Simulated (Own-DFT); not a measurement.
# Computed records: GaP (zincblende, strained, atoms displaced)

Computed with Own-DFT development build. A calculation, not a measurement: plane-wave PBE density functional theory by an unreviewed code, no spin, of a simulated periodic cell, stress positive in tension, free energy of the whole cell less one offset for each atom, forces on such cells passed a denser k mesh, this cell's mesh not checked; offsets are fitted by least squares, one for each functional and potential file, so energies compare only between cells with the same atoms and settings and are not formation energies; the far tail of each file's local potential was reset to the Coulomb form; each entry is a single point on an unrelaxed cell, so the pressure reflects the starting lattice, mostly measured values (interpolated for alloys), from which strain is counted, and rises with the displacements; printed positions are rounded, which can move forces by about a meV/angstrom; the program, named Own-DFT, is a retired in-house code; no spin-orbit coupling.

Common to all runs: functional PBE; potential files PseudoDojo norm-conserving, scalar-relativistic, standard set; wave cutoff 42 hartree; occupations Fermi-Dirac; smearing width 0.1 eV; k mesh 3 x 3 x 3 centred on Gamma.

```yaml
- entry: 1
  formula: GaP
  kind: "zincblende, strained, atoms displaced"
  structure:
    cell_angstrom: [[10.862, 0.0, 0.0], [0.0, 10.862, 0.0], [0.0, 0.0, 10.9361]]
    atoms_fractional:
      - [Ga, 0.00649, 0.00741, 0.99963]
      - [Ga, 0.98886, 0.24445, 0.26031]
      - [Ga, 0.23568, 0.00139, 0.25429]
      - [Ga, 0.24833, 0.25208, 0.99921]
      - [P, 0.13631, 0.1231, 0.13516]
      - [P, 0.12833, 0.38466, 0.37049]
      - [P, 0.37002, 0.13301, 0.37334]
      - [P, 0.36941, 0.37106, 0.13182]
      - [Ga, 0.00291, 0.01175, 0.51405]
      - [Ga, 0.99786, 0.24945, 0.76331]
      - [Ga, 0.23934, 0.0018, 0.75401]
      - [Ga, 0.25993, 0.25564, 0.51515]
      - [P, 0.12521, 0.13084, 0.64501]
      - [P, 0.11266, 0.37172, 0.87245]
      - [P, 0.38087, 0.11856, 0.86799]
      - [P, 0.38053, 0.38072, 0.62241]
      - [Ga, 0.98803, 0.49919, 0.99567]
      - [Ga, 0.00773, 0.75183, 0.25232]
      - [Ga, 0.2461, 0.49883, 0.2374]
      - [Ga, 0.25485, 0.74546, 0.00529]
      - [P, 0.1227, 0.63782, 0.12031]
      - [P, 0.13545, 0.86844, 0.37293]
      - [P, 0.37907, 0.63543, 0.37095]
      - [P, 0.36862, 0.87117, 0.11967]
      - [Ga, 0.9932, 0.49802, 0.50326]
      - [Ga, 0.99728, 0.76102, 0.75884]
      - [Ga, 0.24961, 0.47727, 0.75448]
      - [Ga, 0.25287, 0.75873, 0.5026]
      - [P, 0.13256, 0.62872, 0.62106]
      - [P, 0.13185, 0.87377, 0.87342]
      - [P, 0.38352, 0.63051, 0.86747]
      - [P, 0.38043, 0.87264, 0.61488]
      - [Ga, 0.50302, 0.99794, 0.00557]
      - [Ga, 0.49528, 0.25655, 0.26057]
      - [Ga, 0.75239, 0.00103, 0.25271]
      - [Ga, 0.75302, 0.24898, 0.01276]
      - [P, 0.62122, 0.12766, 0.12929]
      - [P, 0.62293, 0.38257, 0.37555]
      - [P, 0.86786, 0.12297, 0.38666]
      - [P, 0.88364, 0.37593, 0.12927]
      - [Ga, 0.48906, 0.0125, 0.49295]
      - [Ga, 0.4994, 0.25313, 0.75334]
      - [Ga, 0.7442, 0.99944, 0.75949]
      - [Ga, 0.75609, 0.23844, 0.50275]
      - [P, 0.62417, 0.10859, 0.61313]
      - [P, 0.61186, 0.3784, 0.88032]
      - [P, 0.88065, 0.12129, 0.87949]
      - [P, 0.87558, 0.38911, 0.63033]
      - [Ga, 0.50118, 0.4982, 0.0085]
      - [Ga, 0.50687, 0.75186, 0.24911]
      - [Ga, 0.75613, 0.49817, 0.23862]
      - [Ga, 0.76003, 0.75143, 0.99309]
      - [P, 0.633, 0.62406, 0.1291]
      - [P, 0.62422, 0.87175, 0.37446]
      - [P, 0.87804, 0.62061, 0.37976]
      - [P, 0.88149, 0.87414, 0.13745]
      - [Ga, 0.4928, 0.51483, 0.50385]
      - [Ga, 0.49499, 0.76736, 0.74417]
      - [Ga, 0.73801, 0.49867, 0.7541]
      - [Ga, 0.75034, 0.75205, 0.49348]
      - [P, 0.6184, 0.63523, 0.62631]
      - [P, 0.63187, 0.8755, 0.87155]
      - [P, 0.87263, 0.62491, 0.87646]
      - [P, 0.85975, 0.88293, 0.61971]
  results:
    "free_energy_of_cell_above_offsets [eV]": "-30.441"
    "pressure [GPa]": 4.12
    "stress_xx [GPa]": -4.23
    "stress_yy [GPa]": -4.3
    "stress_zz [GPa]": -3.84
    "stress_yz [GPa]": 0.61
    "stress_xz [GPa]": -0.2
    "stress_xy [GPa]": -0.46
    force_element: [Ga, Ga, Ga, Ga, P, P, P, P, Ga, Ga, Ga, Ga, P, P, P, P, Ga, Ga, Ga, Ga, P, P, P, P, Ga, Ga, Ga, Ga, P, P, P, P, Ga, Ga, Ga, Ga, P, P, P, P, Ga, Ga, Ga, Ga, P, P, P, P, Ga, Ga, Ga, Ga, P, P, P, P, Ga, Ga, Ga, Ga, P, P, P, P]
    "force_x [eV/angstrom]": [0.592, 1.543, 2.394, 0.334, -2.264, -0.695, -0.912, 0.632, 0.144, -1.337, 1.918, -1.459, -0.049, 1.294, -0.64, 0.556, 1.304, -0.671, 0.006, 0.157, -0.409, -1.596, -1.061, 1.081, 1.778, -0.111, 0.114, 0.181, -0.862, -0.586, -0.849, -1.079, -0.152, 0.709, -0.629, -0.294, 0.108, 0.615, 1.592, -0.343, 0.37, 0.36, 0.768, -1.559, 0.327, 1.706, -1.466, -0.763, -0.727, -0.398, -0.282, -0.691, -0.364, -0.218, -0.316, -0.244, 0.71, 0.9, -0.118, -0.199, 0.758, -1.206, 0.044, 1.554]
    "force_y [eV/angstrom]": [-1.153, 0.268, -0.887, -0.53, 1.604, -1.278, -0.47, 0.197, -1.085, 0.096, -0.77, -0.363, 0.704, 0.67, 0.436, -0.256, 0.597, -0.539, 1.473, -0.141, -1.993, 1.163, -0.799, 1.064, 0.783, -0.719, 2.406, -1.459, -0.56, -0.046, -1.02, 2.24, -0.235, 0.031, -0.364, 0.238, -0.035, -0.238, -0.831, -0.764, -1.577, -0.746, 0.851, 2.42, 1.907, -0.953, 0.489, -2.276, 1.007, 0.032, 0.208, 0.331, 0.614, 1.299, 0.597, 0.643, -0.108, -1.067, 0.726, -0.639, -0.242, -0.461, -0.191, -0.299]
    "force_z [eV/angstrom]": [1.008, 0.03, 0.354, -0.247, -1.566, 1.114, 0.121, -1.212, -0.547, -1.53, -0.391, -1.291, -1.835, 1.788, 0.888, 0.87, 0.461, 0.792, 0.877, -1.782, -0.164, 1.218, -0.239, 1.367, -0.334, -1.63, -0.403, -0.391, 1.049, 1.316, 0.83, 0.553, -0.481, -0.447, 0.031, -0.975, 0.577, 0.58, -1.389, -0.348, -0.458, -1.127, -1.238, 1.1, 1.931, 0.128, 0.121, 0.623, 0.207, -0.572, 1.711, 1.461, -1.143, -0.102, -1.087, -1.511, -0.799, 0.704, -0.238, 0.275, 0.158, 1.392, -1.107, 0.945]
- entry: 2
  formula: GaP
  kind: "zincblende, strained, atoms displaced"
  structure:
    cell_angstrom: [[10.862, 0.0, 0.0], [0.0, 10.862, 0.0], [0.0, 0.0, 10.9361]]
    atoms_fractional:
      - [Ga, 0.99969, 0.99931, 0.00422]
      - [Ga, 0.01327, 0.25826, 0.25353]
      - [Ga, 0.25414, 0.00368, 0.25242]
      - [Ga, 0.24944, 0.25869, 0.99969]
      - [P, 0.13436, 0.12024, 0.13072]
      - [P, 0.13222, 0.38504, 0.37202]
      - [P, 0.37099, 0.11587, 0.37246]
      - [P, 0.37291, 0.35932, 0.11912]
      - [Ga, 0.99866, 0.00226, 0.51274]
      - [Ga, 0.9932, 0.25816, 0.75697]
      - [Ga, 0.25441, 0.00549, 0.74718]
      - [Ga, 0.23847, 0.24839, 0.50054]
      - [P, 0.12687, 0.13455, 0.63435]
      - [P, 0.12389, 0.36585, 0.89322]
      - [P, 0.36494, 0.12065, 0.88308]
      - [P, 0.37993, 0.38535, 0.61937]
      - [Ga, 0.00943, 0.509, 0.99831]
      - [Ga, 0.99557, 0.7537, 0.24885]
      - [Ga, 0.2555, 0.50129, 0.23981]
      - [Ga, 0.25363, 0.74459, 0.99926]
      - [P, 0.12884, 0.6156, 0.12243]
      - [P, 0.11931, 0.87683, 0.3878]
      - [P, 0.37324, 0.62482, 0.35517]
      - [P, 0.37581, 0.86697, 0.12625]
      - [Ga, 0.01816, 0.48809, 0.49961]
      - [Ga, 0.9933, 0.7581, 0.74693]
      - [Ga, 0.25557, 0.50196, 0.76261]
      - [Ga, 0.2418, 0.74925, 0.49019]
      - [P, 0.12451, 0.63205, 0.62101]
      - [P, 0.12628, 0.87943, 0.87257]
      - [P, 0.37598, 0.62882, 0.87926]
      - [P, 0.37925, 0.8676, 0.61781]
      - [Ga, 0.50693, 0.99417, 0.00109]
      - [Ga, 0.49507, 0.23945, 0.24456]
      - [Ga, 0.74983, 0.99791, 0.24314]
      - [Ga, 0.74665, 0.24108, 0.00235]
      - [P, 0.61753, 0.11627, 0.11607]
      - [P, 0.62034, 0.36648, 0.37913]
      - [P, 0.87187, 0.11758, 0.37114]
      - [P, 0.87527, 0.37784, 0.12645]
      - [Ga, 0.49802, 0.99345, 0.5022]
      - [Ga, 0.49922, 0.24227, 0.75318]
      - [Ga, 0.7348, 0.0084, 0.75243]
      - [Ga, 0.74855, 0.25025, 0.48994]
      - [P, 0.63178, 0.12097, 0.62165]
      - [P, 0.6374, 0.37211, 0.87275]
      - [P, 0.86934, 0.12143, 0.88468]
      - [P, 0.88996, 0.37894, 0.61376]
      - [Ga, 0.50222, 0.51278, 0.01209]
      - [Ga, 0.50035, 0.75855, 0.26322]
      - [Ga, 0.75368, 0.49236, 0.25534]
      - [Ga, 0.74852, 0.75145, 0.99787]
      - [P, 0.62935, 0.62904, 0.12503]
      - [P, 0.62456, 0.88573, 0.36461]
      - [P, 0.87726, 0.63068, 0.37971]
      - [P, 0.87788, 0.86088, 0.12181]
      - [Ga, 0.51046, 0.49926, 0.50204]
      - [Ga, 0.50567, 0.7399, 0.74513]
      - [Ga, 0.75527, 0.49654, 0.74425]
      - [Ga, 0.75345, 0.74228, 0.5047]
      - [P, 0.6324, 0.62852, 0.62496]
      - [P, 0.63982, 0.88959, 0.86181]
      - [P, 0.87725, 0.62676, 0.8888]
      - [P, 0.85795, 0.87156, 0.62869]
  results:
    "free_energy_of_cell_above_offsets [eV]": "-30.119"
    "pressure [GPa]": 4.26
    "stress_xx [GPa]": -4.46
    "stress_yy [GPa]": -4.32
    "stress_zz [GPa]": -4.01
    "stress_yz [GPa]": 0.23
    "stress_xz [GPa]": -0.48
    "stress_xy [GPa]": -0.44
    force_element: [Ga, Ga, Ga, Ga, P, P, P, P, Ga, Ga, Ga, Ga, P, P, P, P, Ga, Ga, Ga, Ga, P, P, P, P, Ga, Ga, Ga, Ga, P, P, P, P, Ga, Ga, Ga, Ga, P, P, P, P, Ga, Ga, Ga, Ga, P, P, P, P, Ga, Ga, Ga, Ga, P, P, P, P, Ga, Ga, Ga, Ga, P, P, P, P]
    "force_x [eV/angstrom]": [0.402, -1.177, -0.633, 0.07, -1.008, 0.987, 0.693, 1.372, -0.679, 0.091, -0.001, 1.501, -0.899, -0.933, 1.36, -0.826, -1.218, 1.197, 0.269, -0.879, -0.053, -0.21, 0.478, 0.038, -0.799, 0.195, -0.791, 1.332, 0.127, 0.068, 1.001, -0.735, -1.534, 0.216, 0.557, 0.245, 1.146, -0.264, 0.972, 0.558, 0.534, -0.004, 3.472, 1.03, -1.445, -1.342, 0.709, -1.747, -0.115, 0.263, -0.228, -0.359, -0.022, 0.53, 0.408, -0.529, -0.756, -0.353, 0.778, -0.398, -0.346, -3.312, -0.034, 1.032]
    "force_y [eV/angstrom]": [-0.185, -0.896, -1.923, -2.7, 0.912, -1.05, 1.354, 2.266, -0.023, -0.642, -0.96, 0.599, -0.571, 1.862, 0.309, -1.307, -1.224, -0.793, -1.057, 0.954, 1.895, 0.727, -0.135, 0.716, 2.508, -0.545, -0.44, -0.634, -0.864, -0.341, -0.351, -0.21, -1.023, -0.059, 0.029, 1.115, 1.019, 0.571, 0.809, -0.668, 0.625, 0.542, 1.524, -0.657, 1.241, 0.285, 0.059, -0.888, -1.564, -0.553, 0.739, 0.182, 0.338, -0.886, -1.541, 1.851, 0.797, 1.407, 0.205, 1.247, -1.295, -3.912, -0.152, 1.36]
    "force_z [eV/angstrom]": [0.098, -0.522, -0.273, 0.491, -0.674, -0.619, 1.488, 0.982, 0.027, 0.361, -0.143, -0.424, -0.008, -2.49, -0.315, 1.005, 0.308, 0.851, -0.244, 0.237, 0.694, -1.812, 2.456, -0.104, 0.114, 0.545, -1.049, 0.322, 1.176, 0.026, -0.265, 0.746, -1.114, 0.576, -0.697, 0.445, 1.437, -1.385, 0.124, -0.339, -0.466, -0.17, -1.67, 0.886, -0.726, 0.212, -1.154, 0.847, -0.984, -1.682, 0.139, -0.352, 1.396, 1.9, -0.309, -0.169, -0.669, 0.674, 0.505, -1.365, -0.005, 3.041, -2.19, 0.283]
- entry: 3
  formula: GaP
  kind: "zincblende, strained, atoms displaced"
  structure:
    cell_angstrom: [[10.862, 0.0, 0.0], [0.0, 10.862, 0.0], [0.0, 0.0, 10.9361]]
    atoms_fractional:
      - [Ga, 0.01157, 0.00162, 0.01264]
      - [Ga, 0.99739, 0.26092, 0.25179]
      - [Ga, 0.2423, 0.00148, 0.25694]
      - [Ga, 0.23948, 0.2494, 0.00742]
      - [P, 0.11468, 0.11899, 0.13029]
      - [P, 0.13005, 0.38274, 0.37505]
      - [P, 0.37635, 0.1223, 0.38468]
      - [P, 0.37388, 0.37523, 0.13193]
      - [Ga, 0.98776, 0.99565, 0.50672]
      - [Ga, 0.99055, 0.25279, 0.75537]
      - [Ga, 0.23395, 0.99201, 0.75054]
      - [Ga, 0.25092, 0.24091, 0.51009]
      - [P, 0.12699, 0.1307, 0.60986]
      - [P, 0.12737, 0.36507, 0.88931]
      - [P, 0.38151, 0.12443, 0.87218]
      - [P, 0.3843, 0.3799, 0.62269]
      - [Ga, 0.01159, 0.5033, 0.00639]
      - [Ga, 0.9908, 0.76255, 0.25736]
      - [Ga, 0.25397, 0.48822, 0.25454]
      - [Ga, 0.25986, 0.75645, 0.99967]
      - [P, 0.12217, 0.62016, 0.1184]
      - [P, 0.12658, 0.88301, 0.36734]
      - [P, 0.37314, 0.62624, 0.37903]
      - [P, 0.37163, 0.8868, 0.11806]
      - [Ga, 0.00536, 0.49391, 0.50311]
      - [Ga, 0.98924, 0.75215, 0.75394]
      - [Ga, 0.26014, 0.4937, 0.75213]
      - [Ga, 0.24455, 0.74113, 0.5011]
      - [P, 0.1311, 0.61949, 0.61455]
      - [P, 0.12247, 0.87798, 0.8754]
      - [P, 0.37016, 0.61643, 0.87359]
      - [P, 0.36829, 0.8777, 0.62255]
      - [Ga, 0.50509, 0.99941, 0.00563]
      - [Ga, 0.50259, 0.23435, 0.25904]
      - [Ga, 0.75063, 0.98815, 0.24169]
      - [Ga, 0.74033, 0.24646, 4.0e-05]
      - [P, 0.63554, 0.11777, 0.13366]
      - [P, 0.62144, 0.38138, 0.36323]
      - [P, 0.87196, 0.11359, 0.37254]
      - [P, 0.88407, 0.36663, 0.12917]
      - [Ga, 0.49293, 0.99028, 0.49162]
      - [Ga, 0.49957, 0.25516, 0.74708]
      - [Ga, 0.75429, 0.00753, 0.75264]
      - [Ga, 0.74542, 0.24373, 0.4946]
      - [P, 0.6232, 0.11514, 0.61836]
      - [P, 0.62942, 0.37496, 0.87734]
      - [P, 0.86889, 0.13003, 0.86744]
      - [P, 0.88079, 0.37106, 0.63774]
      - [Ga, 0.49648, 0.48928, 0.99269]
      - [Ga, 0.49009, 0.75007, 0.26141]
      - [Ga, 0.74922, 0.49523, 0.24184]
      - [Ga, 0.7501, 0.74983, 0.98908]
      - [P, 0.63186, 0.64703, 0.14321]
      - [P, 0.6362, 0.87648, 0.37972]
      - [P, 0.86305, 0.62181, 0.38183]
      - [P, 0.87361, 0.88399, 0.12]
      - [Ga, 0.48838, 0.50153, 0.48663]
      - [Ga, 0.50243, 0.7483, 0.75755]
      - [Ga, 0.77167, 0.51038, 0.7483]
      - [Ga, 0.75106, 0.75078, 0.49869]
      - [P, 0.62211, 0.62277, 0.63453]
      - [P, 0.62428, 0.86938, 0.87103]
      - [P, 0.87578, 0.63109, 0.87019]
      - [P, 0.87674, 0.88086, 0.62694]
  results:
    "free_energy_of_cell_above_offsets [eV]": "-28.894"
    "pressure [GPa]": 4.66
    "stress_xx [GPa]": -4.76
    "stress_yy [GPa]": -4.89
    "stress_zz [GPa]": -4.35
    "stress_yz [GPa]": 0.74
    "stress_xz [GPa]": 0.48
    "stress_xy [GPa]": -0.62
    force_element: [Ga, Ga, Ga, Ga, P, P, P, P, Ga, Ga, Ga, Ga, P, P, P, P, Ga, Ga, Ga, Ga, P, P, P, P, Ga, Ga, Ga, Ga, P, P, P, P, Ga, Ga, Ga, Ga, P, P, P, P, Ga, Ga, Ga, Ga, P, P, P, P, Ga, Ga, Ga, Ga, P, P, P, P, Ga, Ga, Ga, Ga, P, P, P, P]
    "force_x [eV/angstrom]": [-1.818, 0.982, 1.389, 1.884, 1.66, -0.427, -0.798, 0.775, 1.769, 2.252, 1.49, 1.498, -2.445, -0.894, -1.096, -0.906, -1.729, 0.056, -0.122, -1.082, 1.647, -1.089, -1.273, 0.16, -1.076, 1.794, -1.535, 0.547, -1.111, -0.59, 0.857, 0.112, 0.45, -0.092, 0.144, 1.004, -1.376, 0.048, 0.174, -1.859, 0.956, 0.855, -1.143, 0.077, -0.485, 0.296, 0.798, -0.921, 0.326, 0.679, 0.387, -0.178, -0.303, -1.62, 1.574, 0.487, 2.05, -1.176, -2.179, -0.415, 0.367, 0.369, 0.89, -1.061]
    "force_y [eV/angstrom]": [-0.638, -1.886, 1.023, -1.385, 2.178, -1.929, 0.033, -1.455, 1.032, -0.663, 1.709, 2.454, -1.789, 1.372, -0.029, -0.76, -1.227, -1.324, 1.965, -0.988, 2.263, -1.641, 0.2, -0.702, 0.376, 0.395, -0.405, 1.834, -0.249, -1.093, 1.299, -1.103, 0.525, 0.962, 0.556, 0.096, 0.597, -0.929, 1.142, 1.607, -0.106, -0.844, -0.94, 0.442, 0.753, 0.44, -0.54, 0.65, 1.041, 1.336, 0.657, 0.316, -1.587, -0.209, -0.473, -1.697, -0.31, -0.263, -0.996, -0.33, -0.148, 1.481, -0.824, -1.272]
    "force_z [eV/angstrom]": [-2.233, 1.612, -1.157, 0.754, 1.336, 0.81, -1.031, -0.569, -1.389, 0.212, -0.955, -1.51, 2.91, -2.322, 0.415, -0.23, -1.352, -0.635, -0.775, -0.298, 2.316, 2.213, -0.979, 1.821, -0.119, -1.178, -0.462, -0.665, 2.482, 0.766, 0.7, 0.513, -0.972, -0.798, 1.363, 0.339, -0.756, 1.16, -0.243, -1.943, 0.969, 0.047, -0.735, 0.128, 0.452, -0.857, 2.17, -2.487, 1.268, -0.651, -0.063, 1.339, -1.932, -0.638, -0.599, -0.879, 1.227, -0.963, -0.412, 1.513, -1.282, 0.494, 2.046, 0.697]
- entry: 4
  formula: GaP
  kind: "zincblende, strained, atoms displaced"
  structure:
    cell_angstrom: [[10.862, 0.0, 0.0], [0.0, 10.862, 0.0], [0.0, 0.0, 10.9361]]
    atoms_fractional:
      - [Ga, 0.00461, 0.00886, 0.99871]
      - [Ga, 0.99408, 0.25631, 0.244]
      - [Ga, 0.24609, 0.99241, 0.25071]
      - [Ga, 0.24904, 0.26398, 0.00016]
      - [P, 0.12731, 0.11947, 0.1217]
      - [P, 0.13021, 0.38567, 0.38662]
      - [P, 0.37947, 0.12074, 0.37642]
      - [P, 0.38422, 0.3697, 0.11604]
      - [Ga, 0.99331, 0.00838, 0.49586]
      - [Ga, 0.01415, 0.25273, 0.74925]
      - [Ga, 0.25106, 0.99558, 0.74858]
      - [Ga, 0.25756, 0.24666, 0.51183]
      - [P, 0.12254, 0.12738, 0.62766]
      - [P, 0.1288, 0.37504, 0.87375]
      - [P, 0.37952, 0.13879, 0.88932]
      - [P, 0.38787, 0.37219, 0.62469]
      - [Ga, 0.99767, 0.50983, 0.00283]
      - [Ga, 0.99128, 0.75246, 0.24693]
      - [Ga, 0.2432, 0.50932, 0.25732]
      - [Ga, 0.24715, 0.75373, 0.012]
      - [P, 0.11844, 0.61964, 0.11604]
      - [P, 0.11525, 0.86317, 0.37371]
      - [P, 0.37285, 0.61769, 0.37594]
      - [P, 0.37047, 0.87765, 0.12928]
      - [Ga, 0.98641, 0.4969, 0.50101]
      - [Ga, 0.98706, 0.75957, 0.74135]
      - [Ga, 0.25364, 0.49808, 0.75072]
      - [Ga, 0.23857, 0.75641, 0.50783]
      - [P, 0.11335, 0.60979, 0.61489]
      - [P, 0.11491, 0.87471, 0.87244]
      - [P, 0.3632, 0.61686, 0.87887]
      - [P, 0.38161, 0.87374, 0.62839]
      - [Ga, 0.49802, 0.00202, 0.9818]
      - [Ga, 0.49656, 0.26257, 0.2662]
      - [Ga, 0.747, 0.00199, 0.25382]
      - [Ga, 0.75041, 0.25138, 0.00559]
      - [P, 0.63173, 0.12228, 0.13249]
      - [P, 0.63244, 0.37628, 0.38225]
      - [P, 0.86701, 0.12164, 0.35992]
      - [P, 0.88996, 0.36888, 0.12179]
      - [Ga, 0.4969, 0.00507, 0.50768]
      - [Ga, 0.49838, 0.25412, 0.76791]
      - [Ga, 0.75032, 0.00373, 0.75112]
      - [Ga, 0.7522, 0.24391, 0.49576]
      - [P, 0.61414, 0.13745, 0.61324]
      - [P, 0.63471, 0.37934, 0.87579]
      - [P, 0.87593, 0.12377, 0.87619]
      - [P, 0.86393, 0.36726, 0.62293]
      - [Ga, 0.50471, 0.5008, 0.997]
      - [Ga, 0.49681, 0.7416, 0.25658]
      - [Ga, 0.75002, 0.49231, 0.24717]
      - [Ga, 0.7489, 0.74492, 0.00379]
      - [P, 0.62725, 0.63374, 0.1293]
      - [P, 0.60954, 0.87585, 0.38153]
      - [P, 0.8716, 0.62651, 0.37188]
      - [P, 0.87229, 0.86204, 0.13363]
      - [Ga, 0.49798, 0.48652, 0.50564]
      - [Ga, 0.49639, 0.7545, 0.75245]
      - [Ga, 0.75786, 0.50422, 0.74559]
      - [Ga, 0.76679, 0.76092, 0.49641]
      - [P, 0.62963, 0.62679, 0.62022]
      - [P, 0.62572, 0.86748, 0.87822]
      - [P, 0.86647, 0.62419, 0.86333]
      - [P, 0.86526, 0.85736, 0.62402]
  results:
    "free_energy_of_cell_above_offsets [eV]": "-29.417"
    "pressure [GPa]": 4.37
    "stress_xx [GPa]": -4.51
    "stress_yy [GPa]": -4.4
    "stress_zz [GPa]": -4.21
    "stress_yz [GPa]": -0.15
    "stress_xz [GPa]": -1.83
    "stress_xy [GPa]": -0.83
    force_element: [Ga, Ga, Ga, Ga, P, P, P, P, Ga, Ga, Ga, Ga, P, P, P, P, Ga, Ga, Ga, Ga, P, P, P, P, Ga, Ga, Ga, Ga, P, P, P, P, Ga, Ga, Ga, Ga, P, P, P, P, Ga, Ga, Ga, Ga, P, P, P, P, Ga, Ga, Ga, Ga, P, P, P, P, Ga, Ga, Ga, Ga, P, P, P, P]
    "force_x [eV/angstrom]": [-0.96, 2.429, -0.255, -0.321, 0.339, -0.673, -1.297, -0.458, -0.006, -1.866, 0.008, -0.231, 0.609, -0.624, -1.597, -1.641, -0.806, 1.159, 0.216, -0.34, 0.927, 0.443, 0.148, 1.263, -0.467, 2.158, -0.582, 0.656, 1.033, 0.816, 1.154, -1.325, 0.859, 0.491, -1.026, 0.047, -1.503, -0.322, 1.475, -2.184, -0.05, 0.977, -0.706, -0.038, 0.869, 0.037, 0.085, 1.472, 0.133, -0.288, 0.289, 0.479, -0.513, 1.591, 0.077, -0.726, 1.296, 0.511, -1.662, -3.714, -0.515, 0.109, 1.463, 1.077]
    "force_y [eV/angstrom]": [-1.318, -1.374, 0.535, -1.187, 1.376, -1.664, 0.285, 1.205, -0.87, 0.06, 0.518, 0.134, -0.98, 0.949, -1.033, -0.706, -1.101, -1.933, -0.913, -0.243, 1.438, 1.63, 0.742, -0.327, -0.47, -2.161, -0.225, -1.183, 1.728, -0.186, 1.549, 0.334, -0.546, -0.995, -2.209, -0.467, 0.726, 0.152, 1.142, 1.809, -0.541, 0.304, -0.216, -0.232, -0.583, 0.088, 0.768, -0.02, 0.398, 0.714, 0.563, 0.195, -1.645, -0.015, -0.64, 2.474, 2.166, -1.787, -0.865, -2.288, 0.146, 0.811, 0.907, 5.073]
    "force_z [eV/angstrom]": [0.14, 1.794, 0.652, 0.759, 0.785, -0.583, -0.088, 1.726, 0.107, 0.309, 0.706, -1.047, -0.642, 0.145, -1.484, 1.848, -1.938, 0.432, -1.353, -1.169, 2.009, 0.352, 1.15, -0.559, -0.697, 1.247, -1.214, -0.158, 1.89, 0.12, 0.24, -0.389, 2.281, -1.169, -0.614, -0.135, -0.885, -0.512, 1.647, -1.019, -0.517, -1.221, -0.648, -0.305, 2.217, 0.071, -0.361, 0.484, 0.238, -0.152, -0.25, -0.444, -0.103, -0.171, -0.213, -1.714, -0.947, 0.315, -0.859, -2.516, 0.043, -0.448, 1.831, 0.988]
```
